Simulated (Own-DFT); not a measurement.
## Calculated data, GaP (zincblende, atoms displaced)

A calculation, not a measurement: plane-wave PBE density functional theory by an unreviewed code, no spin, of a simulated periodic cell, stress positive in tension, free energy of the whole cell less one offset for each atom, forces on such cells passed a denser k mesh, this cell's mesh not checked; offsets are fitted by least squares, one for each functional and potential file, so energies compare only between cells with the same atoms and settings and are not formation energies; the far tail of each file's local potential was reset to the Coulomb form; each entry is a single point on an unrelaxed cell, so the pressure reflects the starting lattice, mostly measured values (interpolated for alloys), from which strain is counted, and rises with the displacements; printed positions are rounded, which can move forces by about a meV/angstrom; the program, named Own-DFT, is a retired in-house code; no spin-orbit coupling. Program: Own-DFT development build.

Settings shared by all entries: functional PBE; potential files PseudoDojo norm-conserving, scalar-relativistic, standard set; wave cutoff 42 hartree; occupations Fermi-Dirac; smearing width 0.1 eV; hardware one NVIDIA H100; k mesh 3 x 3 x 3 centred on Gamma.

(1) 
```cif
# cell vector a (Å): 10.9010 0.0000 0.0000
# cell vector b (Å): 0.0000 10.9010 0.0000
# cell vector c (Å): 0.0000 0.0000 10.9010
data_GaP
_symmetry_space_group_name_H-M 'P 1'
_symmetry_Int_Tables_number 1
_cell_length_a 10.9010
_cell_length_b 10.9010
_cell_length_c 10.9010
_cell_angle_alpha 90.000
_cell_angle_beta 90.000
_cell_angle_gamma 90.000
_cell_volume 1295.39
loop_
_atom_site_label
_atom_site_type_symbol
_atom_site_fract_x
_atom_site_fract_y
_atom_site_fract_z
_atom_site_occupancy
Ga1 Ga 0.99854 0.99967 0.99945 1
Ga2 Ga 0.00151 0.24809 0.25112 1
Ga3 Ga 0.24857 0.99980 0.25112 1
Ga4 Ga 0.25214 0.25025 0.99820 1
P1 P 0.12351 0.12695 0.12176 1
P2 P 0.12760 0.37758 0.37401 1
P3 P 0.37581 0.12746 0.37580 1
P4 P 0.37622 0.37379 0.12401 1
Ga5 Ga 0.00088 0.99685 0.50159 1
Ga6 Ga 0.99618 0.24809 0.75006 1
Ga7 Ga 0.24885 0.99818 0.75184 1
Ga8 Ga 0.25187 0.25155 0.49926 1
P5 P 0.12543 0.12358 0.62680 1
P6 P 0.12602 0.37370 0.87554 1
P7 P 0.37423 0.12413 0.87548 1
P8 P 0.37651 0.37818 0.62475 1
Ga9 Ga 0.00320 0.49857 0.00100 1
Ga10 Ga 0.00069 0.75232 0.25155 1
Ga11 Ga 0.24942 0.49921 0.24834 1
Ga12 Ga 0.24903 0.74900 0.99873 1
P9 P 0.12494 0.62580 0.12558 1
P10 P 0.12377 0.87466 0.37740 1
P11 P 0.37406 0.62579 0.37621 1
P12 P 0.37516 0.87488 0.12507 1
Ga13 Ga 0.99837 0.50263 0.49786 1
Ga14 Ga 0.99939 0.75175 0.74616 1
Ga15 Ga 0.24856 0.50236 0.74829 1
Ga16 Ga 0.24852 0.74990 0.49847 1
P13 P 0.12512 0.62560 0.62625 1
P14 P 0.12392 0.87308 0.87354 1
P15 P 0.37415 0.62526 0.87565 1
P16 P 0.37602 0.87182 0.62744 1
Ga17 Ga 0.49698 0.99852 0.00317 1
Ga18 Ga 0.49913 0.24817 0.25015 1
Ga19 Ga 0.75031 0.99985 0.25249 1
Ga20 Ga 0.75000 0.25116 0.99974 1
P17 P 0.62622 0.12790 0.12614 1
P18 P 0.62375 0.37997 0.37682 1
P19 P 0.87362 0.12628 0.37144 1
P20 P 0.87396 0.37629 0.12678 1
Ga21 Ga 0.49950 0.00158 0.49707 1
Ga22 Ga 0.49906 0.24586 0.74596 1
Ga23 Ga 0.75479 0.99855 0.75040 1
Ga24 Ga 0.74956 0.24697 0.50072 1
P21 P 0.62356 0.12558 0.62356 1
P22 P 0.62034 0.37272 0.87630 1
P23 P 0.87275 0.12545 0.87709 1
P24 P 0.87410 0.37426 0.62495 1
Ga25 Ga 0.49744 0.50225 0.00094 1
Ga26 Ga 0.49881 0.74955 0.25215 1
Ga27 Ga 0.74950 0.50097 0.25369 1
Ga28 Ga 0.74944 0.74824 0.99768 1
P25 P 0.62405 0.62699 0.12315 1
P26 P 0.62553 0.87602 0.37752 1
P27 P 0.87286 0.62095 0.37546 1
P28 P 0.87491 0.87302 0.12746 1
Ga29 Ga 0.50188 0.50088 0.50144 1
Ga30 Ga 0.49948 0.75006 0.75076 1
Ga31 Ga 0.74812 0.50118 0.74891 1
Ga32 Ga 0.75241 0.74814 0.50249 1
P29 P 0.62448 0.62482 0.62632 1
P30 P 0.62422 0.87546 0.87562 1
P31 P 0.87331 0.62185 0.87805 1
P32 P 0.87708 0.87549 0.62454 1
_calc_free_energy_of_cell_above_offsets '-35.751'  # eV
_calc_pressure 2.71  # GPa
_calc_stress_xx -2.72  # GPa
_calc_stress_yy -2.69  # GPa
_calc_stress_zz -2.7  # GPa
_calc_stress_yz -0.03  # GPa
_calc_stress_xz 0.16  # GPa
_calc_stress_xy 0.17  # GPa
_calc_wall_time 538  # s
```

Force:
```csv
element,x (eV/Å),y (eV/Å),z (eV/Å)
Ga,0.046,-0.183,0.097
Ga,-0.038,0.452,-0.193
Ga,0.007,0.206,-0.201
Ga,-0.095,0.025,0.115
P,0.268,-0.282,0.248
P,-0.391,-0.306,0.188
P,-0.308,-0.333,-0.169
P,-0.167,0.103,0.175
Ga,-0.128,0.715,-0.252
Ga,0.329,0.165,0.066
Ga,0.2,-0.014,-0.101
Ga,-0.215,0.089,0.288
P,-0.003,0.2,-0.242
P,-0.116,0.054,-0.335
P,0.114,-0.156,-0.156
P,-0.196,-0.269,0.091
Ga,-0.271,-0.023,0.062
Ga,-0.158,-0.441,0.024
Ga,0.322,0.145,-0.06
Ga,0.026,0.139,0.145
P,-0.002,0.06,0.056
P,0.177,0.081,-0.228
P,0.023,-0.253,-0.102
P,-0.357,-0.184,0.266
Ga,0.303,-0.46,0.389
Ga,-0.117,-0.482,0.629
Ga,0.139,-0.312,0.304
Ga,0.215,-0.01,0.352
P,-0.244,0.028,-0.425
P,-0.14,0.125,0.226
P,-0.045,-0.004,-0.175
P,-0.217,0.486,-0.474
Ga,0.449,0.38,-0.174
Ga,0.295,0.488,0.065
Ga,-0.183,-0.056,-0.363
Ga,-0.159,0.248,0.142
P,-0.096,-0.511,-0.063
P,0.063,-0.793,-0.131
P,0.366,-0.308,0.693
P,0.19,-0.107,0.016
Ga,-0.107,-0.274,0.466
Ga,-0.13,0.411,0.433
Ga,-0.657,0.176,-0.011
Ga,-0.05,0.476,-0.229
P,0.367,-0.543,0.11
P,0.219,0.218,-0.312
P,0.162,-0.101,-0.107
P,0.039,0.112,-0.109
Ga,0.216,-0.232,-0.055
Ga,0.191,0.107,-0.111
Ga,-0.321,-0.101,-0.675
Ga,0.032,0.243,0.23
P,0.047,-0.183,0.431
P,0.071,-0.304,-0.116
P,0.318,0.869,-0.07
P,-0.171,0.187,-0.313
Ga,-0.264,0.217,-0.085
Ga,0.168,-0.108,0.164
Ga,-0.024,-0.449,0.383
Ga,-0.271,0.088,-0.138
P,0.035,0.259,-0.019
P,0.112,0.104,-0.067
P,0.428,0.239,-0.545
P,-0.298,-0.115,-0.051
```

(2) 
```cif
# cell vector a (Å): 10.9010 0.0000 0.0000
# cell vector b (Å): 0.0000 10.9010 0.0000
# cell vector c (Å): 0.0000 0.0000 10.9010
data_GaP
_symmetry_space_group_name_H-M 'P 1'
_symmetry_Int_Tables_number 1
_cell_length_a 10.9010
_cell_length_b 10.9010
_cell_length_c 10.9010
_cell_angle_alpha 90.000
_cell_angle_beta 90.000
_cell_angle_gamma 90.000
_cell_volume 1295.39
loop_
_atom_site_label
_atom_site_type_symbol
_atom_site_fract_x
_atom_site_fract_y
_atom_site_fract_z
_atom_site_occupancy
Ga1 Ga 0.99930 0.99890 0.00051 1
Ga2 Ga 0.99935 0.25035 0.25122 1
Ga3 Ga 0.24979 0.00271 0.24844 1
Ga4 Ga 0.24978 0.24857 0.99918 1
P1 P 0.12425 0.12578 0.12181 1
P2 P 0.12615 0.37638 0.37284 1
P3 P 0.37589 0.12637 0.37439 1
P4 P 0.37447 0.37375 0.12816 1
Ga5 Ga 0.99727 0.99874 0.49623 1
Ga6 Ga 0.99881 0.24973 0.74881 1
Ga7 Ga 0.24973 0.99914 0.74919 1
Ga8 Ga 0.25186 0.25000 0.50028 1
P5 P 0.12698 0.12581 0.62564 1
P6 P 0.12632 0.37486 0.87449 1
P7 P 0.37626 0.12176 0.87637 1
P8 P 0.37286 0.37644 0.62315 1
Ga9 Ga 0.00045 0.49895 0.99581 1
Ga10 Ga 0.00005 0.74779 0.25141 1
Ga11 Ga 0.24612 0.49794 0.25049 1
Ga12 Ga 0.25107 0.74911 0.00002 1
P9 P 0.12514 0.62451 0.12695 1
P10 P 0.12566 0.87578 0.37225 1
P11 P 0.37275 0.62438 0.37289 1
P12 P 0.37626 0.87167 0.12533 1
Ga13 Ga 0.99850 0.49825 0.49744 1
Ga14 Ga 0.99832 0.74667 0.74816 1
Ga15 Ga 0.25131 0.50038 0.75146 1
Ga16 Ga 0.24954 0.74796 0.49965 1
P13 P 0.12612 0.62516 0.62103 1
P14 P 0.12619 0.87571 0.87629 1
P15 P 0.37699 0.62482 0.87457 1
P16 P 0.37396 0.87490 0.62471 1
Ga17 Ga 0.49938 0.00103 0.00111 1
Ga18 Ga 0.50180 0.24848 0.24834 1
Ga19 Ga 0.75208 0.99948 0.24864 1
Ga20 Ga 0.74866 0.25178 0.00009 1
P17 P 0.62241 0.12836 0.11995 1
P18 P 0.62690 0.37683 0.37388 1
P19 P 0.87533 0.12418 0.37744 1
P20 P 0.87503 0.37429 0.12325 1
Ga21 Ga 0.50030 0.99911 0.49785 1
Ga22 Ga 0.50003 0.25001 0.75270 1
Ga23 Ga 0.75358 0.00110 0.75001 1
Ga24 Ga 0.74997 0.25071 0.50097 1
P21 P 0.62683 0.12551 0.62362 1
P22 P 0.62056 0.37649 0.87564 1
P23 P 0.87261 0.12432 0.87259 1
P24 P 0.87571 0.37481 0.62324 1
Ga25 Ga 0.50348 0.49954 0.99521 1
Ga26 Ga 0.49882 0.74962 0.24965 1
Ga27 Ga 0.75374 0.50054 0.24784 1
Ga28 Ga 0.74981 0.75095 0.00235 1
P25 P 0.62339 0.62386 0.12773 1
P26 P 0.62444 0.87259 0.37689 1
P27 P 0.87514 0.62414 0.37306 1
P28 P 0.87429 0.87417 0.12292 1
Ga29 Ga 0.50167 0.50151 0.49806 1
Ga30 Ga 0.50031 0.75074 0.75013 1
Ga31 Ga 0.74738 0.49542 0.74940 1
Ga32 Ga 0.74805 0.74700 0.50510 1
P29 P 0.62583 0.62235 0.62771 1
P30 P 0.62515 0.87440 0.87439 1
P31 P 0.87664 0.62466 0.87950 1
P32 P 0.87450 0.87276 0.62509 1
_calc_free_energy_of_cell_above_offsets '-35.737'  # eV
_calc_pressure 2.72  # GPa
_calc_stress_xx -2.71  # GPa
_calc_stress_yy -2.74  # GPa
_calc_stress_zz -2.7  # GPa
_calc_stress_yz 0.01  # GPa
_calc_stress_xz 0.09  # GPa
_calc_stress_xy 0.01  # GPa
_calc_wall_time 507.9  # s
```

Force:
```csv
element,x (eV/Å),y (eV/Å),z (eV/Å)
Ga,-0.025,0.125,-0.223
Ga,0.081,-0.115,-0.147
Ga,0.116,-0.184,-0.105
Ga,0.267,0.171,0.055
P,-0.165,-0.03,0.331
P,-0.299,-0.521,0.453
P,0.021,-0.156,-0.038
P,0.088,0.219,-0.566
Ga,0.517,-0.125,0.517
Ga,0.196,0.001,0.074
Ga,0.051,0.046,0.138
Ga,-0.219,0.055,-0.139
P,-0.379,-0.221,-0.299
P,-0.09,-0.14,-0.145
P,-0.258,0.285,-0.263
P,0.51,-0.071,0.251
Ga,0.262,-0.016,0.575
Ga,0.015,0.307,-0.222
Ga,0.487,0.249,-0.255
Ga,-0.1,-0.073,0.039
P,-0.119,-0.089,-0.438
P,-0.013,-0.063,0.191
P,0.159,-0.057,0.136
P,-0.156,0.539,-0.037
Ga,0.233,0.194,0.032
Ga,0.348,0.167,0.238
Ga,-0.146,0.105,-0.281
Ga,0.123,0.367,-0.23
P,-0.291,-0.343,0.449
P,-0.24,-0.303,-0.27
P,-0.156,0.073,0.03
P,0.147,-0.077,-0.124
Ga,0.064,-0.497,-0.09
Ga,-0.069,0.31,0.258
Ga,-0.416,0.126,0.024
Ga,0.08,-0.02,-0.307
P,0.49,-0.508,0.591
P,0.029,-0.216,-0.082
P,-0.253,0.27,-0.427
P,0.179,0.012,-0.007
Ga,-0.065,0.104,0.227
Ga,-0.258,-0.151,-0.491
Ga,-0.533,-0.328,-0.234
Ga,-0.078,0.038,-0.212
P,-0.272,-0.1,0.257
P,0.729,-0.49,-0.259
P,0.372,0.319,0.49
P,-0.065,0.008,0.197
Ga,-0.688,0.241,0.96
Ga,0.072,-0.09,0.247
Ga,-0.303,-0.104,0.03
Ga,-0.306,-0.257,-0.144
P,0.218,0.039,-0.379
P,0.24,0.063,-0.275
P,-0.172,0.174,0.415
P,0.251,0.015,0.407
Ga,-0.238,-0.075,0.031
Ga,-0.026,0.011,-0.096
Ga,0.49,0.32,0.319
Ga,0.169,0.039,-0.457
P,-0.295,0.101,-0.078
P,0.126,0.229,0.086
P,-0.556,-0.082,-0.674
P,0.117,0.178,-0.053
```

(3) 
```cif
# cell vector a (Å): 10.9010 0.0000 0.0000
# cell vector b (Å): 0.0000 10.9010 0.0000
# cell vector c (Å): 0.0000 0.0000 10.9010
data_GaP
_symmetry_space_group_name_H-M 'P 1'
_symmetry_Int_Tables_number 1
_cell_length_a 10.9010
_cell_length_b 10.9010
_cell_length_c 10.9010
_cell_angle_alpha 90.000
_cell_angle_beta 90.000
_cell_angle_gamma 90.000
_cell_volume 1295.39
loop_
_atom_site_label
_atom_site_type_symbol
_atom_site_fract_x
_atom_site_fract_y
_atom_site_fract_z
_atom_site_occupancy
Ga1 Ga 0.99801 0.99840 0.00040 1
Ga2 Ga 0.99933 0.25178 0.24803 1
Ga3 Ga 0.24957 0.00135 0.25212 1
Ga4 Ga 0.25106 0.25195 0.00230 1
P1 P 0.12692 0.12458 0.12406 1
P2 P 0.12569 0.37546 0.37540 1
P3 P 0.37313 0.12516 0.37408 1
P4 P 0.37290 0.37574 0.12438 1
Ga5 Ga 0.99862 0.00071 0.50036 1
Ga6 Ga 0.99941 0.24955 0.74978 1
Ga7 Ga 0.25380 0.00442 0.74676 1
Ga8 Ga 0.24900 0.25071 0.50271 1
P5 P 0.12325 0.12756 0.62502 1
P6 P 0.12654 0.37520 0.87484 1
P7 P 0.37663 0.12656 0.87115 1
P8 P 0.37799 0.37481 0.62568 1
Ga9 Ga 0.00115 0.50150 0.99619 1
Ga10 Ga 0.00251 0.75178 0.24981 1
Ga11 Ga 0.24883 0.49795 0.25046 1
Ga12 Ga 0.24919 0.74943 0.00224 1
P9 P 0.12451 0.62643 0.12466 1
P10 P 0.12768 0.87504 0.37617 1
P11 P 0.37864 0.62365 0.37477 1
P12 P 0.37572 0.87417 0.12600 1
Ga13 Ga 0.99869 0.49547 0.49917 1
Ga14 Ga 0.00126 0.74914 0.74855 1
Ga15 Ga 0.24994 0.49889 0.74799 1
Ga16 Ga 0.25127 0.75011 0.49806 1
P13 P 0.12814 0.62421 0.62205 1
P14 P 0.12997 0.87325 0.87126 1
P15 P 0.37336 0.62269 0.87364 1
P16 P 0.37331 0.87785 0.62086 1
Ga17 Ga 0.49892 0.99817 0.00019 1
Ga18 Ga 0.49769 0.24899 0.25266 1
Ga19 Ga 0.75295 0.00033 0.25002 1
Ga20 Ga 0.74460 0.25125 0.00016 1
P17 P 0.62197 0.12404 0.12499 1
P18 P 0.62463 0.37806 0.37117 1
P19 P 0.87452 0.12455 0.37890 1
P20 P 0.87235 0.37046 0.12392 1
Ga21 Ga 0.49972 0.00070 0.50028 1
Ga22 Ga 0.49721 0.25208 0.75077 1
Ga23 Ga 0.75296 0.99953 0.74945 1
Ga24 Ga 0.74924 0.25064 0.50128 1
P21 P 0.62611 0.12717 0.62603 1
P22 P 0.62349 0.37996 0.87469 1
P23 P 0.87134 0.12412 0.87728 1
P24 P 0.87391 0.37343 0.62650 1
Ga25 Ga 0.49866 0.49795 0.00174 1
Ga26 Ga 0.50147 0.75445 0.24938 1
Ga27 Ga 0.74954 0.49846 0.24937 1
Ga28 Ga 0.75296 0.74820 0.00377 1
P25 P 0.62992 0.62937 0.12791 1
P26 P 0.62834 0.87490 0.37646 1
P27 P 0.87432 0.62709 0.37542 1
P28 P 0.87868 0.87630 0.12378 1
Ga29 Ga 0.49972 0.49839 0.50097 1
Ga30 Ga 0.50283 0.75075 0.75110 1
Ga31 Ga 0.74838 0.49625 0.75118 1
Ga32 Ga 0.75301 0.75011 0.50195 1
P29 P 0.62348 0.62295 0.62577 1
P30 P 0.62536 0.87554 0.87348 1
P31 P 0.87185 0.62365 0.87981 1
P32 P 0.87522 0.87624 0.62592 1
_calc_free_energy_of_cell_above_offsets '-35.678'  # eV
_calc_pressure 2.72  # GPa
_calc_stress_xx -2.72  # GPa
_calc_stress_yy -2.72  # GPa
_calc_stress_zz -2.73  # GPa
_calc_stress_yz 0.12  # GPa
_calc_stress_xz 0.14  # GPa
_calc_stress_xy -0.17  # GPa
_calc_wall_time 507.3  # s
```

Force:
```csv
element,x (eV/Å),y (eV/Å),z (eV/Å)
Ga,0.643,0.165,-0.5
Ga,0.101,-0.402,0.282
Ga,0.044,-0.173,-0.307
Ga,-0.049,-0.33,-0.445
P,-0.291,-0.001,0.049
P,-0.136,-0.268,-0.087
P,0.081,0.096,0.452
P,0.328,-0.139,0.363
Ga,0.297,-0.144,0.024
Ga,-0.12,-0.04,0.42
Ga,-0.369,-0.26,0.041
Ga,0.181,0.022,-0.211
P,0.055,-0.279,0.003
P,-0.147,-0.122,-0.119
P,-0.183,-0.043,0.74
P,-0.469,-0.001,-0.197
Ga,-0.118,-0.321,0.504
Ga,-0.133,-0.082,0.16
Ga,0.11,0.482,-0.002
Ga,0.26,-0.038,-0.338
P,-0.029,-0.354,0.157
P,-0.367,0.151,-0.033
P,-0.277,0.162,-0.203
P,-0.306,0.222,-0.059
Ga,0.005,0.56,0.08
Ga,-0.047,-0.23,0.202
Ga,0.043,0.066,0.04
Ga,0.183,-0.194,-0.026
P,-0.457,-0.128,0.042
P,-0.347,0.437,0.248
P,0.219,0.299,0.24
P,0.364,-0.39,0.433
Ga,0.013,0.113,-0.235
Ga,0.084,0.153,-0.326
Ga,-0.189,0.042,-0.021
Ga,-0.029,-0.196,-0.136
P,0.126,0.015,0.171
P,-0.059,-0.492,0.546
P,0.123,0.3,-0.511
P,0.298,0.652,-0.144
Ga,0.281,0.146,-0.164
Ga,0.65,-0.062,-0.026
Ga,-0.398,0.154,0.065
Ga,-0.19,0.123,-0.266
P,-0.248,-0.153,0.076
P,-0.194,-0.715,0.19
P,0.325,0.257,-0.09
P,0.059,0.125,-0.049
Ga,0.179,0.74,0.078
Ga,0.166,-0.358,0.294
Ga,0.37,0.313,-0.072
Ga,-0.25,0.553,-0.316
P,-0.747,-0.549,-0.189
P,-0.149,0.193,-0.009
P,0.284,-0.37,-0.135
P,-0.321,-0.195,0.365
Ga,0.18,0.135,-0.183
Ga,-0.539,-0.045,-0.199
Ga,0.226,0.59,-0.146
Ga,-0.366,-0.14,0.075
P,0.361,0.173,-0.062
P,0.318,-0.109,0.385
P,0.335,0.111,-0.897
P,0.232,-0.227,-0.019
```

(4) 
```cif
# cell vector a (Å): 10.9010 0.0000 0.0000
# cell vector b (Å): 0.0000 10.9010 0.0000
# cell vector c (Å): 0.0000 0.0000 10.9010
data_GaP
_symmetry_space_group_name_H-M 'P 1'
_symmetry_Int_Tables_number 1
_cell_length_a 10.9010
_cell_length_b 10.9010
_cell_length_c 10.9010
_cell_angle_alpha 90.000
_cell_angle_beta 90.000
_cell_angle_gamma 90.000
_cell_volume 1295.39
loop_
_atom_site_label
_atom_site_type_symbol
_atom_site_fract_x
_atom_site_fract_y
_atom_site_fract_z
_atom_site_occupancy
Ga1 Ga 0.00225 0.99620 0.00069 1
Ga2 Ga 0.99784 0.25313 0.25169 1
Ga3 Ga 0.24967 0.99921 0.25187 1
Ga4 Ga 0.24888 0.25130 0.99991 1
P1 P 0.12480 0.12445 0.12292 1
P2 P 0.12718 0.37575 0.37474 1
P3 P 0.37497 0.12400 0.37442 1
P4 P 0.37722 0.37546 0.12112 1
Ga5 Ga 0.00283 0.00305 0.50014 1
Ga6 Ga 0.99865 0.24857 0.75186 1
Ga7 Ga 0.24824 0.99793 0.75056 1
Ga8 Ga 0.24918 0.25164 0.50087 1
P5 P 0.12572 0.12689 0.62565 1
P6 P 0.12310 0.37354 0.87499 1
P7 P 0.37655 0.12429 0.87786 1
P8 P 0.37527 0.37703 0.62616 1
Ga9 Ga 0.99924 0.50006 0.00150 1
Ga10 Ga 0.99844 0.75082 0.24875 1
Ga11 Ga 0.24700 0.49963 0.24736 1
Ga12 Ga 0.24834 0.75052 0.99817 1
P9 P 0.12675 0.62708 0.12486 1
P10 P 0.12604 0.87189 0.37888 1
P11 P 0.37488 0.62207 0.37703 1
P12 P 0.37863 0.87340 0.12363 1
Ga13 Ga 0.00143 0.50013 0.49888 1
Ga14 Ga 0.00096 0.74998 0.74915 1
Ga15 Ga 0.25298 0.49955 0.75191 1
Ga16 Ga 0.24929 0.74970 0.50096 1
P13 P 0.12133 0.62693 0.62228 1
P14 P 0.12742 0.87495 0.87536 1
P15 P 0.37435 0.62576 0.87335 1
P16 P 0.37616 0.87358 0.62570 1
Ga17 Ga 0.49985 0.99713 0.99985 1
Ga18 Ga 0.49883 0.25120 0.25029 1
Ga19 Ga 0.74919 0.99811 0.24798 1
Ga20 Ga 0.75181 0.24981 0.00254 1
P17 P 0.62667 0.12364 0.12467 1
P18 P 0.62742 0.37352 0.37325 1
P19 P 0.87508 0.12631 0.37852 1
P20 P 0.87614 0.37641 0.12800 1
Ga21 Ga 0.50177 0.99900 0.49996 1
Ga22 Ga 0.49869 0.25222 0.74868 1
Ga23 Ga 0.74781 0.00110 0.75066 1
Ga24 Ga 0.75114 0.25077 0.50012 1
P21 P 0.62275 0.12469 0.62485 1
P22 P 0.62510 0.37597 0.87764 1
P23 P 0.87256 0.12706 0.87412 1
P24 P 0.87595 0.37481 0.62378 1
Ga25 Ga 0.49932 0.50080 0.99716 1
Ga26 Ga 0.50291 0.74781 0.25105 1
Ga27 Ga 0.74988 0.49924 0.24930 1
Ga28 Ga 0.74891 0.75078 0.00174 1
P25 P 0.62627 0.62719 0.12668 1
P26 P 0.62696 0.87589 0.37429 1
P27 P 0.87338 0.62270 0.37551 1
P28 P 0.87215 0.87484 0.12455 1
Ga29 Ga 0.49975 0.49996 0.50186 1
Ga30 Ga 0.49798 0.75491 0.74831 1
Ga31 Ga 0.75056 0.50096 0.74943 1
Ga32 Ga 0.74771 0.74879 0.50217 1
P29 P 0.62797 0.62436 0.62625 1
P30 P 0.62744 0.87360 0.87580 1
P31 P 0.87446 0.62517 0.87403 1
P32 P 0.87369 0.87574 0.62725 1
_calc_free_energy_of_cell_above_offsets '-35.772'  # eV
_calc_pressure 2.71  # GPa
_calc_stress_xx -2.69  # GPa
_calc_stress_yy -2.71  # GPa
_calc_stress_zz -2.71  # GPa
_calc_stress_yz 0.26  # GPa
_calc_stress_xz -0.06  # GPa
_calc_stress_xy 0.05  # GPa
_calc_wall_time 547.3  # s
```

Force:
```csv
element,x (eV/Å),y (eV/Å),z (eV/Å)
Ga,-0.402,0.423,-0.185
Ga,0.321,-0.484,0.021
Ga,0.004,-0.174,-0.295
Ga,0.138,-0.203,-0.07
P,-0.112,0.108,0.5
P,-0.211,-0.056,-0.022
P,-0.019,0.176,0.243
P,-0.338,0.082,0.383
Ga,-0.262,-0.35,0.172
Ga,-0.018,0.146,-0.245
Ga,0.454,0.436,-0.036
Ga,0.311,-0.131,-0.072
P,0.042,-0.116,0.162
P,0.155,0.283,0.003
P,-0.236,0.057,-0.413
P,-0.101,-0.201,-0.172
Ga,0.086,0.135,-0.154
Ga,-0.014,-0.141,0.296
Ga,0.584,-0.019,0.067
Ga,0.478,-0.046,0.22
P,-0.375,-0.051,-0.1
P,-0.249,0.401,-0.509
P,-0.075,0.239,-0.295
P,-0.475,-0.112,0.363
Ga,-0.2,-0.079,-0.058
Ga,-0.202,0.124,0.155
Ga,-0.686,0.163,-0.243
Ga,0.312,-0.252,0.056
P,0.581,-0.385,0.466
P,-0.436,-0.176,-0.179
P,0.144,0.233,0.099
P,-0.376,0.416,-0.358
Ga,0.302,0.221,-0.027
Ga,0.176,-0.211,-0.16
Ga,0.228,0.452,0.359
Ga,-0.115,0.145,-0.027
P,-0.326,0.133,0.054
P,-0.39,0.177,0.274
P,-0.005,-0.295,-0.556
P,-0.137,-0.042,-0.341
Ga,-0.189,0.046,-0.108
Ga,0.126,-0.236,0.373
Ga,0.084,0.006,-0.055
Ga,-0.218,-0.1,0.171
P,0.186,0.237,0.007
P,0.201,-0.141,-0.353
P,0.302,-0.48,0.316
P,0.043,0.072,0.197
Ga,0.197,0.311,0.236
Ga,-0.365,0.143,0.205
Ga,-0.053,0.161,0.082
Ga,0.168,-0.292,-0.252
P,-0.142,-0.509,-0.31
P,-0.149,-0.244,0.176
P,0.119,0.31,-0.072
P,0.463,0.013,-0.008
Ga,0.39,-0.071,-0.182
Ga,0.522,-0.634,0.294
Ga,0.08,-0.325,0.166
Ga,0.392,0.183,-0.21
P,-0.679,0.137,0.053
P,-0.347,0.15,-0.114
P,0.128,0.089,0.285
P,0.186,0.148,-0.275
```
